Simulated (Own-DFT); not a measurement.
# How strain changes the stress of wurtzite GaN, 72 atoms (Ga36N36)

All numbers below are calculated, not measured. They come from Own-DFT, an in-house plane-wave density functional program, since retired, whose code no person has reviewed. Each row is one single-point run on a periodic cell that was not relaxed, without spin or spin-orbit coupling.

Settings of every run: PBE; PseudoDojo norm-conserving scalar-relativistic files; cutoff 42 hartree; 4 x 4 x 3 k mesh centred on Gamma; Fermi-Dirac smearing of 0.1 eV.

Known limits: forces not confirmed at this smearing and k mesh; stress not checked against mesh or cutoff.

Unstrained cell vectors in Å: (9.567, 0.000, 0.000); (-4.783, 8.285, 0.000); (0.000, 0.000, 10.370). The unstrained cell has measured lattice constants (interpolated for alloys), not those of this functional. That, the random moves and any unrelaxed bonds set the pressure at no strain. Each run strains this cell uniformly, with the atoms carried along. Every atom was also moved at random, by a Gaussian of width 0.05 Å on each axis. Strain is the symmetric tensor, in per cent. Stress is positive in tension, and the pressure is minus a third of its trace.

```
run  e_xx (%)  e_yy (%)  e_zz (%)  e_yz (%)  e_xz (%)  e_xy (%)  s_xx (GPa)  s_yy (GPa)  s_zz (GPa)  s_yz (GPa)  s_xz (GPa)  s_xy (GPa)  P (GPa)  E (meV/atom)
  1      0.67      1.89      1.57     -0.16     -0.23      0.54       -0.65        0.75        0.13       -0.52       -0.50        1.66    -0.08           0.0
  2     -1.85     -0.17      0.22      1.64      0.82      0.10      -15.32      -10.88       -8.98        4.27        2.98       -0.58    11.73          31.2
  3      1.45     -1.30      1.64     -0.57      1.58      0.83       -1.86       -9.88       -1.41       -1.53        2.62        1.43     4.38          10.0
  4     -1.96      0.26     -0.99      1.07      0.41      1.22      -19.33       -9.38      -13.45        2.92        1.40        3.30    14.05          50.8
  5     -1.29      0.78     -1.31      0.06     -1.03      1.39      -13.09       -7.77      -14.97       -0.37       -2.36        4.79    11.94          39.4
  6      0.02     -1.26     -1.21      1.52     -1.44     -1.91      -11.48      -13.07      -15.33        3.87       -3.58       -5.85    13.29          52.8
  7     -0.23     -1.37     -1.06      0.06      1.70     -1.91      -14.20      -13.30      -14.51        1.40        4.67       -7.37    14.00          52.7
  8     -0.32      2.00     -1.75      0.11     -1.36      1.19       -8.69       -1.20      -14.23        0.06       -3.83        3.93     8.04          18.5
  9     -1.50      1.43      1.45     -0.43      1.33     -1.85      -12.66       -0.59       -2.51       -1.10        3.06       -3.54     5.25          22.1
 10     -0.77     -0.77     -1.59     -0.77      0.32     -1.65      -13.52      -10.96      -18.42       -2.32        0.99       -3.00    14.30          40.4
 11     -0.02      0.15     -1.42     -1.78     -0.70     -1.80       -8.44       -8.89      -13.57       -3.87       -1.30       -4.04    10.30          29.6
 12     -0.33     -0.53      0.86     -0.18      0.94      1.80       -8.83       -9.81       -4.80       -0.69        1.41        6.82     7.82          11.6
 13     -0.80      0.56     -1.27      0.69      0.44     -0.81      -11.58       -6.69      -14.03        1.00        1.51       -1.68    10.77          23.5
 14      0.26     -1.15      0.66      0.44     -0.42     -1.90       -7.36      -11.67       -5.72       -0.21       -2.23       -6.80     8.25          21.6
 15      1.17     -1.54      1.47     -0.17     -1.75     -0.46       -3.23      -11.30       -1.93       -0.74       -4.54       -1.18     5.49           4.5
 16      0.25     -0.33      1.99      1.34      0.98      1.23           ?           ?           ?           ?           ?           ?        ?             ?
```

E is the free energy for each atom above the lowest run shown.

## Worked fit

Each stress component was fitted by least squares to a constant and the strains of the runs shown, as fractions, with shears doubled. Shear strains stay in the fit of a normal stress only where such slopes are resolved. The slopes, in GPa:

```
stress,at no strain,per e_xx,per e_yy,per e_zz,scatter
s_xx,-8.0,468 ± 35,148 ± 27,96 ± 25,1.13
s_yy,-7.6,87 ± 30,381 ± 23,73 ± 21,0.96
s_zz,-8.4,84 ± 24,87 ± 18,441 ± 17,0.77
```

Each shear stress against twice its own strain: yz 122 ± 12, xz 123 ± 9, xy 147 ± 10 GPa. These are stiffnesses along x, y and z of the frame in which the cell vectors are given, which need not be the crystal's axes. The atoms are held to the strained lattice; where symmetry lets them move under strain, relaxing them would lower some slopes. The table should be nearly symmetric about its diagonal, and what it lacks of that shows the noise. A ninth of its sum, 207 ± 4 GPa, estimates the bulk modulus near the mean pressure of these runs, 9.3 GPa, so it lies above the value at zero pressure.

## Withheld run

Question: what normal stresses and pressure should run 16 give?

The fit gives s_xx = -5.5, s_yy = -7.2, s_zz = 0.3 and P = 4.1 GPa. The calculation gave -5.24, -8.14, 0.32 and P = 4.35 GPa.
